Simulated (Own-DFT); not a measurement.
# Slab less bulk: wurtzite GaN, m plane (10-10)

Calculated, not measured: single-point runs of Own-DFT, a retired in-house plane-wave DFT program that no person has reviewed, on unrelaxed cells, without spin or spin-orbit coupling.

Caveats (not all hold for every row): some atoms lie very close together; forces not confirmed at this smearing and k mesh; k mesh not checked against a denser one.

Both sets of runs: PBE; PseudoDojo norm-conserving scalar-relativistic files (stringent for Ga); cutoff 96 hartree; Gaussian smearing of 0.01 eV. The slab has 64 atoms in 16 layers, two equal faces of 33.07 Å² as cut, 15 Å of vacuum, a dipole correction along the normal and a 6 x 6 x 1 mesh. The bulk cell has 72 atoms, the same measured lattice constants and a 4 x 4 x 3 mesh. In the slab only the 16 atoms nearest the faces were moved at random; u is their rms move along one axis. Energies are counted from -3520.29 eV for each atom.

```
slab run,u (Å),E (eV, cell)
1,0.0400,8.167
2,0.0447,8.924
3,0.0464,8.746
4,0.0472,8.826
5,0.0560,8.617
6,0.0957,11.747
7,0.0959,9.439
8,0.0989,15.094
9,0.1026,12.068
10,0.1028,13.692
11,0.1054,12.798
12,0.1210,14.651
```

```
bulk run,u (Å),E (meV/atom)
1,0.0190,0.87
2,0.0195,0.90
3,0.0196,1.49
4,0.0206,2.65
5,0.0488,55.04
6,0.0490,58.12
7,0.0973,245.41
8,0.1012,278.45
9,0.1038,348.29
10,0.1089,317.94
```

The question: what is the energy of the unrelaxed surface?

## Worked answer

Take each set to u = 0 with E = a + b u². Rows are weighted down as u grows, with residuals divided by u² + 0.0006 Å². Slab: a = 7.62 ± 0.26 eV. Bulk: a = -9.7 ± 1.0 meV/atom. The excess is 7.62 - 64 x (-0.0097) = 8.25 ± 0.26 eV. Over two faces that is 125 meV/Å², or 2.00 ± 0.06 J/m². Relaxing the faces would lower the energy, and the unlike meshes and the reach from the smallest u down to zero add errors that aren't counted here.
